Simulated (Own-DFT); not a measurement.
GaN (wurtzite, strained, atoms displaced) (calculated)

A calculation, not a measurement: plane-wave PBE density functional theory by an unreviewed code, no spin, of a simulated periodic cell, stress positive in tension, free energy of the whole cell less one offset for each atom, forces on such cells passed a denser k mesh, this cell's mesh not checked; offsets are fitted by least squares, one for each functional and potential file, so energies compare only between cells with the same atoms and settings and are not formation energies; the far tail of each file's local potential was reset to the Coulomb form; each entry is a single point on an unrelaxed cell, so the pressure reflects the starting lattice, mostly measured values (interpolated for alloys), from which strain is counted, and rises with the displacements; printed positions are rounded, which can move forces by about a meV/angstrom; the program, named Own-DFT, is a retired in-house code; no spin-orbit coupling. Program: Own-DFT development build.

```cif
# cell vector a (Å): 12.7560 0.0000 0.0000
# cell vector b (Å): -4.7835 8.2853 0.0000
# cell vector c (Å): 0.0000 0.0000 10.2663
data_GaN
_symmetry_space_group_name_H-M 'P 1'
_symmetry_Int_Tables_number 1
_cell_length_a 12.7560
_cell_length_b 9.5670
_cell_length_c 10.2663
_cell_angle_alpha 90.000
_cell_angle_beta 90.000
_cell_angle_gamma 120.000
_cell_volume 1085.02
loop_
_atom_site_label
_atom_site_type_symbol
_atom_site_fract_x
_atom_site_fract_y
_atom_site_fract_z
_atom_site_occupancy
Ga1 Ga 0.08878 0.23334 0.00229 1
Ga2 Ga 0.16426 0.11162 0.25167 1
N1 N 0.07962 0.21437 0.18129 1
N2 N 0.16777 0.11161 0.43403 1
Ga3 Ga 0.08042 0.21609 0.50695 1
Ga4 Ga 0.15991 0.10293 0.74937 1
N3 N 0.08224 0.21472 0.69010 1
N4 N 0.17172 0.11694 0.94517 1
Ga5 Ga 0.07447 0.54155 0.00687 1
Ga6 Ga 0.16573 0.43969 0.24815 1
N5 N 0.08189 0.55724 0.18940 1
N6 N 0.16889 0.44230 0.43298 1
Ga7 Ga 0.07334 0.55141 0.49432 1
Ga8 Ga 0.16567 0.44940 0.75312 1
N7 N 0.07614 0.54760 0.68154 1
N8 N 0.17430 0.43498 0.93410 1
Ga9 Ga 0.08063 0.88501 0.99512 1
Ga10 Ga 0.16415 0.78171 0.24009 1
N9 N 0.07688 0.87734 0.18688 1
N10 N 0.16529 0.76934 0.43551 1
Ga11 Ga 0.08621 0.89007 0.49162 1
Ga12 Ga 0.16433 0.77996 0.74318 1
N11 N 0.08380 0.89396 0.68611 1
N12 N 0.16330 0.77367 0.94450 1
Ga13 Ga 0.33536 0.22359 0.00298 1
Ga14 Ga 0.41445 0.10873 0.25405 1
N13 N 0.33993 0.23712 0.19029 1
N14 N 0.42684 0.11377 0.44247 1
Ga15 Ga 0.32890 0.21652 0.49932 1
Ga16 Ga 0.42332 0.11619 0.75197 1
N15 N 0.34022 0.22554 0.68348 1
N16 N 0.41538 0.10662 0.94127 1
Ga17 Ga 0.32894 0.54903 0.00347 1
Ga18 Ga 0.40989 0.44729 0.24975 1
N17 N 0.33304 0.55403 0.19065 1
N18 N 0.41519 0.43774 0.42991 1
Ga19 Ga 0.33578 0.56169 0.50410 1
Ga20 Ga 0.41570 0.44280 0.74341 1
N19 N 0.32823 0.54812 0.68095 1
N20 N 0.41608 0.44738 0.93825 1
Ga21 Ga 0.32612 0.88313 0.00721 1
Ga22 Ga 0.41953 0.77659 0.25326 1
N21 N 0.32187 0.88096 0.18019 1
N22 N 0.42360 0.78599 0.43053 1
Ga23 Ga 0.33550 0.88818 0.49199 1
Ga24 Ga 0.41503 0.77459 0.75798 1
N23 N 0.33928 0.89271 0.68953 1
N24 N 0.41042 0.78150 0.94152 1
Ga25 Ga 0.59127 0.22061 0.99490 1
Ga26 Ga 0.67233 0.11219 0.24750 1
N25 N 0.58383 0.22391 0.18208 1
N26 N 0.65146 0.09793 0.43571 1
Ga27 Ga 0.58808 0.22582 0.49418 1
Ga28 Ga 0.66777 0.11758 0.75104 1
N27 N 0.58234 0.21748 0.68325 1
N28 N 0.66263 0.11208 0.93719 1
Ga29 Ga 0.58589 0.55285 0.00273 1
Ga30 Ga 0.67218 0.45116 0.24919 1
N29 N 0.58571 0.56482 0.18639 1
N30 N 0.67090 0.43990 0.44867 1
Ga31 Ga 0.58565 0.55881 0.49551 1
Ga32 Ga 0.67018 0.44099 0.75481 1
N31 N 0.57656 0.55393 0.68951 1
N32 N 0.66401 0.43718 0.93495 1
Ga33 Ga 0.58797 0.88629 0.99070 1
Ga34 Ga 0.67489 0.78360 0.25713 1
N33 N 0.58296 0.88519 0.17972 1
N34 N 0.66846 0.78264 0.43720 1
Ga35 Ga 0.58679 0.88229 0.49313 1
Ga36 Ga 0.67006 0.77310 0.75672 1
N35 N 0.59016 0.89836 0.69109 1
N36 N 0.67283 0.78567 0.93524 1
Ga37 Ga 0.82430 0.22006 0.00930 1
Ga38 Ga 0.91603 0.10417 0.24165 1
N37 N 0.82066 0.21271 0.19306 1
N38 N 0.92168 0.11360 0.43667 1
Ga39 Ga 0.83736 0.22638 0.50694 1
Ga40 Ga 0.91983 0.11238 0.74422 1
N39 N 0.82741 0.21683 0.68625 1
N40 N 0.91148 0.10266 0.93326 1
Ga41 Ga 0.83693 0.55405 0.99453 1
Ga42 Ga 0.92295 0.44714 0.25249 1
N41 N 0.83272 0.55245 0.18674 1
N42 N 0.92123 0.43642 0.43580 1
Ga43 Ga 0.83956 0.56649 0.50132 1
Ga44 Ga 0.91855 0.44491 0.74099 1
N43 N 0.83401 0.54544 0.68921 1
N44 N 0.91419 0.44126 0.93136 1
Ga45 Ga 0.83071 0.89053 0.99875 1
Ga46 Ga 0.91249 0.78080 0.25108 1
N45 N 0.83197 0.88516 0.18574 1
N46 N 0.91247 0.77536 0.43506 1
Ga47 Ga 0.83626 0.89781 0.49945 1
Ga48 Ga 0.91115 0.77209 0.74788 1
N47 N 0.83489 0.88583 0.68753 1
N48 N 0.90992 0.77238 0.93928 1
_calc_functional 'PBE'
_calc_potential_files 'PseudoDojo norm-conserving, scalar-relativistic, standard set with the stringent files for Ga'
_calc_wave_cutoff 96  # hartree
_calc_occupations 'Gaussian'
_calc_smearing_width 0.01  # eV
_calc_k_mesh '3 x 4 x 3 centred on Gamma'
_calc_free_energy_of_cell_above_offsets '-3.405'  # eV
_calc_pressure 9.32  # GPa
_calc_stress_xx -7.91  # GPa
_calc_stress_yy -6.82  # GPa
_calc_stress_zz -13.22  # GPa
_calc_stress_yz 0.7  # GPa
_calc_stress_xz 0.36  # GPa
_calc_stress_xy -0.62  # GPa
```

Force:
```csv
element,x (eV/Å),y (eV/Å),z (eV/Å)
Ga,-0.283,-3.084,-1.482
Ga,1.029,-0.267,-1.566
N,-0.272,0.822,1.449
N,-0.546,-0.5,0.806
Ga,0.78,1.418,-1.365
Ga,1.766,1.715,1.204
N,-0.298,1.327,0.14
N,-0.835,-1.163,-0.999
Ga,0.623,1.135,-1.721
Ga,-0.122,0.256,0.378
N,0.947,-0.936,0.027
N,-0.576,-0.183,1.17
Ga,3.511,0.621,0.333
Ga,0.41,-0.647,-1.47
N,1.231,1.185,0.495
N,-2.576,1.643,0.376
Ga,-0.365,0.609,0.332
Ga,0.366,-0.935,1.383
N,-1.112,1.793,0.036
N,-0.381,1.04,-0.308
Ga,-0.115,-0.405,0.439
Ga,1.216,-0.084,0.841
N,-0.322,-1.668,-0.637
N,-0.344,-1.147,-1.412
Ga,0.777,0.171,-0.473
Ga,0.524,0.622,-1.053
N,-0.487,-2.558,0.088
N,-2.509,-0.741,-0.935
Ga,1.46,0.747,-0.351
Ga,-0.751,-0.7,0.054
N,-1.241,-1.046,0.738
N,0.126,0.516,-0.056
Ga,1.398,1.732,-0.237
Ga,2.148,0.494,-0.214
N,-1.5,0.581,-0.597
N,0,1.041,2.047
Ga,0.024,-0.566,-2.475
Ga,-0.597,-0.273,1.125
N,-0.144,0.825,2.138
N,0.681,0.028,-0.247
Ga,0.44,1.068,-2.936
Ga,-0.413,0.406,-2.436
N,1.693,1.045,3.551
N,-0.352,-1.359,1.817
Ga,0.137,0.222,1.331
Ga,0.445,0.554,-1.341
N,-1.025,-0.861,-0.705
N,1.534,-1.182,0.352
Ga,-3.322,0.004,1.336
Ga,-4.433,-2.192,1.274
N,0.082,-0.031,1.141
N,2.7,1.246,-0.267
Ga,0.14,-0.886,1.17
Ga,-0.239,-1.042,-0.552
N,0.345,1.299,0.659
N,2.203,-0.996,-0.402
Ga,-0.767,0.221,-0.73
Ga,-1.057,-1.249,0.187
N,0.387,-0.519,1.141
N,-0.341,2.219,-1.655
Ga,-0.199,-1.129,0.58
Ga,-1.379,-0.434,-1.979
N,2.055,0.614,-0.551
N,0.478,1.161,0.963
Ga,-1.993,0.05,0.831
Ga,-1.811,-0.684,-2.17
N,0.39,0.296,0.86
N,1.68,-0.863,0.552
Ga,-1.817,1.409,2.17
Ga,-1.212,0.53,-2.177
N,-0.046,-1.794,-0.207
N,-0.128,-1.764,0.952
Ga,1.196,-0.184,-1.968
Ga,-0.724,0.824,0.854
N,4.576,2.531,-0.865
N,-0.86,-0.132,-0.43
Ga,-1.057,-1.63,-1.928
Ga,-1.172,-0.652,1.033
N,1.417,0.769,0.786
N,0.043,1.976,0.864
Ga,-0.955,-0.177,0.719
Ga,-1.652,-0.853,-0.615
N,0.847,0.575,0.055
N,-2.745,0.152,0.002
Ga,-0.127,-1.961,-0.155
Ga,0.001,-1.439,1.295
N,-1.017,1.567,-0.452
N,0.574,-0.722,0.685
Ga,1.057,-0.136,-0.13
Ga,1.196,-1.162,-1.024
N,0.046,0.652,0.112
N,0.477,1.148,0.646
Ga,0.044,-0.817,0.343
Ga,0.89,0.134,0.339
N,-0.344,0.192,-0.37
N,0.474,0.57,-0.56
```
